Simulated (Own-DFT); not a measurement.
# Forces on the neighbours of a vacancy: diamond silicon, 63 atoms (Si63), with one Si vacancy

Calculated results; nothing here was measured. They come from Own-DFT, an in-house plane-wave density functional program, since retired, whose code no person has reviewed. Each row is one single-point run on a periodic cell that was not relaxed, without spin or spin-orbit coupling.

Settings of every run: PBE; PseudoDojo norm-conserving scalar-relativistic files; cutoff 20 hartree; 3 x 3 x 3 k mesh centred on Gamma; Fermi-Dirac smearing of 0.1 eV.

Known limits: not probed for a lower state with spin; forces not confirmed at this smearing and k mesh; stress not checked against mesh or cutoff.

Cell vectors in Å: (10.862, 0.000, 0.000); (0.000, 10.862, 0.000); (0.000, 0.000, 10.862). Every atom was also moved at random, by a Gaussian of width 0.05 Å on each axis. The defect's site can differ from row to row. The empty site has 4 nearest neighbours, all Si. For each, d is its distance from the empty site and R the part of its force along the line away from it, positive outwards. The last column is the rms force component on atoms over 4.5 Å away.

```
run,d1 (Å),d2 (Å),d3 (Å),d4 (Å),R1 (eV/Å),R2 (eV/Å),R3 (eV/Å),R4 (eV/Å),far F (eV/Å)
1,2.344,2.358,2.400,2.400,-0.91,-0.35,-0.65,-0.62,0.94
2,2.250,2.359,2.389,2.398,-0.02,-0.16,-0.11,-0.50,0.88
3,2.218,2.323,2.328,2.355,0.24,-0.13,0.08,-0.23,0.94
4,2.342,2.380,2.399,2.402,-0.49,-0.30,-0.63,-0.66,0.81
5,2.280,2.353,2.373,2.413,-0.12,-0.32,-0.61,-0.90,0.69
6,2.298,2.303,2.361,2.362,0.15,-0.09,-0.50,-0.55,0.81
7,2.285,2.324,2.354,2.391,-0.26,-0.42,-0.47,-0.38,0.79
8,2.339,2.363,2.367,2.375,-0.46,-0.37,-0.27,-0.35,0.78
9,2.283,2.341,2.349,2.439,?,?,?,?,?
```

## Worked fit

A straight line through the 32 neighbours shown gives R = -0.35 - 4.2 (d - 2.350) eV/Å, with a scatter of 0.20 left by the moves of the other atoms. The slope, with an error of 0.8, is the pull back towards the neighbour's own site. The constant, -0.35 ± 0.04 eV/Å, is the force at the mean distance: with one bond gone, the neighbours are pushed inwards, towards the empty site. It shows how a relaxation would start, not where it would end, and it depends somewhat on the width of the random moves.

## Withheld run

Question: what mean R should the neighbours of run 9 feel? Their mean d is 2.353 Å.

The line gives -0.37 ± 0.12 eV/Å, by the scatter of the means of the runs shown. The calculation gave R = -0.27, -0.42, 0.05, -0.21, a mean of -0.21 eV/Å.
